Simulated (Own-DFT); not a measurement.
# What a change of functional does to the pressure

Calculated results; nothing here was measured. The program, named Own-DFT, is a retired in-house plane-wave density functional code that no person has reviewed. Each row is one single-point run on a periodic cell that was not relaxed, without spin or spin-orbit coupling.

Known limits: forces on such cells failed a check on a denser k mesh; stress not checked against mesh or cutoff.

Each cell was run twice at the same cutoff, k mesh and smearing, with PBE and with PBEsol, on PseudoDojo norm-conserving files made for PBE. Atoms were moved at random from their sites; u is the rms move along one axis. Files made for PBEsol would give a somewhat different change.

```
cell,atoms,volume (Å³/atom),u (Å),cutoff (hartree),P with PBE (GPa),P with PBEsol (GPa),change (GPa)
C11b WSi2 with one Si vacancy (Si19W10),29,13.90,0.049,50,4.34,0.35,-3.98
C11b WSi2 with one Si vacancy (Si19W10),29,13.90,0.049,50,4.80,0.80,-4.00
C11b WSi2 with one Si vacancy (Si19W10),29,13.90,0.040,50,4.07,0.08,-3.99
C40 NbSi2 with two Nb vacancies (Nb10Si24),34,15.50,0.056,42,1.25,-2.01,-3.27
C40 NbSi2 with two Nb vacancies (Nb10Si24),34,15.50,0.047,42,0.65,-2.61,-3.26
C40 NbSi2 with two Nb vacancies (Nb10Si24),34,15.50,0.054,42,1.33,-1.93,-3.26
D0_22 TiAl3 (Al30Ti10),40,15.63,0.019,42,1.97,0.07,-1.90
D0_22 TiAl3 (Al30Ti10),40,15.43,0.048,42,4.36,2.42,-1.93
D0_22 TiAl3 (Al30Ti10),40,15.63,0.092,42,4.44,?,?
L1_0 TiAl (Al16Ti16),32,16.10,0.052,42,1.58,-1.25,-2.83
L1_0 TiAl (Al16Ti16),32,16.46,0.051,42,-0.80,-3.54,-2.74
L1_0 TiAl (Al16Ti16),32,16.06,0.136,42,5.93,3.08,-2.85
```

## Worked reading

Mean change of pressure by composition, in GPa: Si19W10, -3.99; Nb5Si12, -3.26; AlTi, -2.81; Al3Ti, -1.92. At a fixed cell PBEsol gives the lower pressure, because it favours a smaller volume than PBE. Here the change varies more between materials than between cells of one material.

## Withheld value

Question: what PBEsol pressure should the Al30Ti10 cell with the blank give?

Adding the mean change of the cells with its composition, -1.92 GPa, to 4.44 gives 2.5 GPa. The calculation gave 2.54 GPa.
